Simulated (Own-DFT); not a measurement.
## Calculated data, GaN (wurtzite, strained, atoms displaced)

All values are calculated (Own-DFT development build). A calculation, not a measurement: plane-wave PBE density functional theory by an unreviewed code, no spin, of a simulated periodic cell, stress positive in tension, free energy of the whole cell less one offset for each atom, forces on such cells passed a denser k mesh, this cell's mesh not checked; offsets are fitted by least squares, one for each functional and potential file, so energies compare only between cells with the same atoms and settings and are not formation energies; the far tail of each file's local potential was reset to the Coulomb form; each entry is a single point on an unrelaxed cell, so the pressure reflects the starting lattice, mostly measured values (interpolated for alloys), from which strain is counted, and rises with the displacements; printed positions are rounded, which can move forces by about a meV/angstrom; the program, named Own-DFT, is a retired in-house code; no spin-orbit coupling.

Entry: GaN (wurtzite, strained, atoms displaced)

```
CELL_PARAMETERS angstrom
12.75600 0.00000 0.00000
-4.78350 8.28530 0.00000
0.00000 0.00000 10.24040
ATOMIC_POSITIONS crystal
Ga 0.07633 0.21577 0.00209
Ga 0.16608 0.10068 0.24492
N 0.08036 0.22052 0.19156
N 0.16028 0.10864 0.43581
Ga 0.09340 0.22597 0.50116
Ga 0.16470 0.10783 0.75037
N 0.09110 0.22528 0.69279
N 0.16310 0.10309 0.93969
Ga 0.07922 0.55811 0.99866
Ga 0.16842 0.44972 0.24874
N 0.07486 0.54993 0.18689
N 0.16622 0.44801 0.43489
Ga 0.08442 0.55184 0.50562
Ga 0.16170 0.44428 0.74712
N 0.08986 0.55839 0.68420
N 0.16903 0.43383 0.93794
Ga 0.08832 0.89204 0.99739
Ga 0.17682 0.78398 0.25105
N 0.08935 0.89241 0.17623
N 0.16781 0.77249 0.43702
Ga 0.08222 0.88223 0.50579
Ga 0.16539 0.77944 0.75219
N 0.08869 0.89405 0.68460
N 0.16840 0.77522 0.93472
Ga 0.33960 0.22834 0.00427
Ga 0.41744 0.11005 0.24167
N 0.33221 0.23145 0.19631
N 0.42630 0.11679 0.44163
Ga 0.33684 0.21585 0.49898
Ga 0.41437 0.10771 0.74800
N 0.32780 0.21939 0.69286
N 0.41236 0.10094 0.94136
Ga 0.32865 0.55822 0.00448
Ga 0.42029 0.44835 0.25539
N 0.33258 0.56267 0.18821
N 0.41501 0.45181 0.44122
Ga 0.34033 0.56809 0.50528
Ga 0.41615 0.44887 0.75850
N 0.33404 0.55324 0.68547
N 0.41004 0.44027 0.93380
Ga 0.32911 0.88535 0.99787
Ga 0.42021 0.76918 0.25209
N 0.33056 0.87911 0.19540
N 0.41445 0.77780 0.43328
Ga 0.33103 0.89338 0.49512
Ga 0.41548 0.77388 0.74342
N 0.33053 0.88970 0.68770
N 0.42258 0.77424 0.93651
Ga 0.58632 0.22481 0.99876
Ga 0.66307 0.10767 0.26408
N 0.58819 0.22538 0.18934
N 0.66738 0.10685 0.44959
Ga 0.58372 0.22401 0.49219
Ga 0.66686 0.10952 0.74529
N 0.58480 0.22166 0.68758
N 0.67297 0.11077 0.93805
Ga 0.59187 0.55413 0.99646
Ga 0.66126 0.44532 0.25147
N 0.58225 0.55938 0.18701
N 0.66446 0.44803 0.43640
Ga 0.58329 0.55124 0.50301
Ga 0.67978 0.45093 0.75911
N 0.58309 0.54165 0.68676
N 0.66182 0.44752 0.93666
Ga 0.57877 0.87845 0.99435
Ga 0.67274 0.77033 0.25182
N 0.58314 0.87985 0.18819
N 0.66482 0.77938 0.43011
Ga 0.58320 0.88745 0.49836
Ga 0.66371 0.78260 0.74671
N 0.58513 0.88698 0.68619
N 0.66337 0.77864 0.93883
Ga 0.83591 0.23043 0.99665
Ga 0.91497 0.11642 0.25030
N 0.83549 0.21805 0.19104
N 0.91291 0.10685 0.43723
Ga 0.82746 0.22319 0.49931
Ga 0.92509 0.11158 0.75424
N 0.83460 0.22525 0.69280
N 0.90549 0.10832 0.93172
Ga 0.82698 0.54762 0.00142
Ga 0.92194 0.44668 0.26059
N 0.83780 0.56014 0.19403
N 0.91201 0.43701 0.43328
Ga 0.83317 0.56052 0.50848
Ga 0.91645 0.44433 0.74805
N 0.82696 0.55577 0.69283
N 0.91852 0.43920 0.93167
Ga 0.83258 0.89510 0.99761
Ga 0.91801 0.77759 0.25117
N 0.83769 0.88160 0.19633
N 0.91533 0.77784 0.43040
Ga 0.83677 0.89271 0.49966
Ga 0.91604 0.78009 0.74364
N 0.83189 0.88595 0.67248
N 0.91419 0.78467 0.93814
```

```
functional      : PBE
potential files : PseudoDojo norm-conserving, scalar-relativistic, standard set with the stringent files for Ga
wave cutoff     : 96 hartree
occupations     : Gaussian
smearing width  : 0.01 eV
k mesh          : 3 x 4 x 3 centred on Gamma
stress zz       : ?
pressure        : ?
stress yy       : ?
```

Q: Estimate the stress zz of GaN (wurtzite, strained, atoms displaced).
A: -14.82 GPa

Q: GaN (wurtzite, strained, atoms displaced): pressure?
A: 9.78 GPa

Q: What stress yy does the calculation give for GaN (wurtzite, strained, atoms displaced)?
A: -7.51 GPa

Further results for GaN (wurtzite, strained, atoms displaced):

```
free energy of cell above offsets : -3.269 eV
stress xx                         : -7.01 GPa
stress yz                         : 0.44 GPa
stress xz                         : 0.62 GPa
stress xy                         : 0.05 GPa
```

Force:
```tsv
element	x (eV/Å)	y (eV/Å)	z (eV/Å)
Ga	0.552	-0.121	0.05
Ga	-1.428	1.359	0.617
N	0.69	0.182	-0.406
N	2.383	-0.979	0.03
Ga	-2.143	0.181	-0.436
Ga	0.668	0.667	0.756
N	-1.158	-0.276	-0.75
N	0.178	1.532	-0.122
Ga	1.227	-0.838	0.341
Ga	-0.426	-0.859	-0.291
N	1.642	1.466	-0.186
N	0.808	-0.135	0.999
Ga	-0.436	-0.176	-2.218
Ga	1.93	-0.117	1.015
N	-1.876	0.254	1.53
N	-1.874	0.954	-0.178
Ga	-0.971	-1.114	-0.859
Ga	-2.783	-1.847	-0.244
N	0.208	-1.335	2.334
N	-0.996	0.376	0.475
Ga	-0.305	0.537	-2.492
Ga	0.607	-0.076	-1.013
N	-0.851	-1.361	1.346
N	-0.618	-0.276	0.52
Ga	-1.052	-0.771	-0.519
Ga	-0.132	0.096	0.652
N	1.381	-0.908	-0.841
N	-1.805	-1.227	-1.62
Ga	-1.677	1.133	0.418
Ga	0.162	0.983	0.148
N	1.078	0.348	-0.695
N	0.34	1.5	0.092
Ga	1.076	-0.522	-0.866
Ga	-1.031	0.523	-0.32
N	0.625	-1.714	0.176
N	0.939	-1.047	0.151
Ga	-0.794	-1.315	-1.365
Ga	0.749	-0.906	-2.605
N	-0.682	0.27	1.151
N	0.997	0.832	2.799
Ga	1.57	-0.511	0.682
Ga	-0.146	1.484	-0.694
N	1.756	1.807	-1.615
N	0.115	1.047	1.615
Ga	1.043	-0.412	0.506
Ga	-0.287	0.476	0.662
N	0.584	-0.534	-0.284
N	-2.606	-0.2	-0.696
Ga	0.355	-1.464	-0.27
Ga	1.222	-0.56	-2.345
N	-0.542	-0.355	0.06
N	-1.463	0.318	-0.921
Ga	1.247	0.93	1.923
Ga	-0.09	0.284	0.665
N	-0.173	0.36	0.212
N	-1.632	-0.094	-0.152
Ga	-4.007	1.584	0.862
Ga	1.302	0.561	-0.451
N	0.474	-1.245	-0.633
N	1.133	-0.441	0.431
Ga	-0.974	0.976	-0.323
Ga	-3.638	-2.396	-1.721
N	-0.567	1.367	1.32
N	2.661	-1.689	0.858
Ga	0.455	2.084	1.71
Ga	-0.953	1.396	-1.107
N	0.081	1.017	0.165
N	0.529	-0.599	2.415
Ga	0.014	-0.894	-0.317
Ga	1.829	-1.59	0.122
N	-1.242	0.263	-0.202
N	1.535	-0.757	-0.778
Ga	-0.27	-1.436	1.323
Ga	1.436	-1.457	0.571
N	-2.15	1.059	-0.594
N	0.299	1.466	0.788
Ga	2.452	-0.288	0.876
Ga	-1.198	-0.151	-2.344
N	0.649	-0.331	-0.855
N	1.595	0.405	1.496
Ga	1.087	1.545	0.626
Ga	-1.335	-0.726	-2.996
N	-0.579	-1.463	-0.976
N	-0.227	1.358	3.823
Ga	-0.019	-0.503	-2.201
Ga	0.325	0.103	-0.673
N	3.399	1.247	-0.806
N	-1.222	1.661	0.595
Ga	-0.066	-0.859	1.211
Ga	1.415	0.109	-1.379
N	-1.378	1.561	-1.846
N	0.864	-0.355	2.68
Ga	-0.718	-0.232	-3.129
Ga	-0.084	0.556	1.07
N	-0.003	0.399	4.14
N	0.946	-1.151	-0.677
```
